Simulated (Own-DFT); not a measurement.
# Which defects push the lattice out? zincblende GaAs

Source: density functional calculations with Own-DFT, an unreviewed in-house program that is no longer used. Nothing was measured or relaxed, and spin and spin-orbit coupling are left out.

All runs used: PBE; PseudoDojo norm-conserving scalar-relativistic files; cutoff 42 hartree; 3 x 3 x 3 k mesh centred on Gamma; Fermi-Dirac smearing of 0.1 eV.

Limits (not all hold for every row): not probed for a lower state with spin; forces on such cells failed a check on a denser k mesh; forces not confirmed at this smearing and k mesh; forces on such cells passed a denser k mesh, each cell not checked; stress not checked against mesh or cutoff.

All runs share one cell, with vectors in Å (11.307, 0.000, 0.000); (0.000, 11.307, 0.000); (0.000, 0.000, 11.307) and a volume of 1445.4 Å³. Atoms were moved at random from their sites; u is the rms move along one axis. The defect's site can differ from row to row.

```
cell,formula,u (Å),P (GPa)
no defect,As32Ga32,0.0194,3.50
no defect,As32Ga32,0.0458,3.96
no defect,As32Ga32,0.0542,4.14
one P on an As site,As31Ga32P,0.0260,3.31
one P on an As site,As31Ga32P,0.0282,3.34
one P on an As site,As31Ga32P,0.0297,?
one P on an As site,As31Ga32P,0.0310,3.39
one In on a Ga site,As32Ga31In,0.0277,4.30
one In on a Ga site,As32Ga31In,0.0520,4.63
one In on a Ga site,As32Ga31In,0.0522,4.59
two As vacancies,As30Ga32,0.0319,3.19
two As vacancies,As30Ga32,0.0477,3.60
two As vacancies,As30Ga32,0.0485,3.40
one As on a Ga site,As33Ga31,0.0301,4.26
one As on a Ga site,As33Ga31,0.0303,4.25
one As on a Ga site,As33Ga31,0.0525,4.68
```

## Fit

P = P0 + c u² + a shift for each defect gives P0 = 3.47 GPa, c = 219 ± 21 GPa/Å² and a scatter of 0.06 GPa. The shifts, and each times the cell's volume:

- one As on a Ga site: 0.59 ± 0.05 GPa, 5.3 eV
- one In on a Ga site: 0.59 ± 0.05 GPa, 5.3 eV
- one P on an As site: -0.30 ± 0.06 GPa, -2.7 eV
- two As vacancies: -0.49 ± 0.05 GPa, -4.4 eV (-2.2 eV for each of its 2 sites)

Against the defect-free cell, a freed cell would be larger where the shift is positive and smaller where it is negative (160.2 GPa Å³ is 1 eV). The atoms around the defects weren't relaxed, which would change these numbers.

## The run left out

The question: what pressure belongs in the blank (one P on an As site, u = 0.0297 Å)?

The fitted form gives 3.36 ± 0.07 GPa. The calculation gave 3.34 GPa.
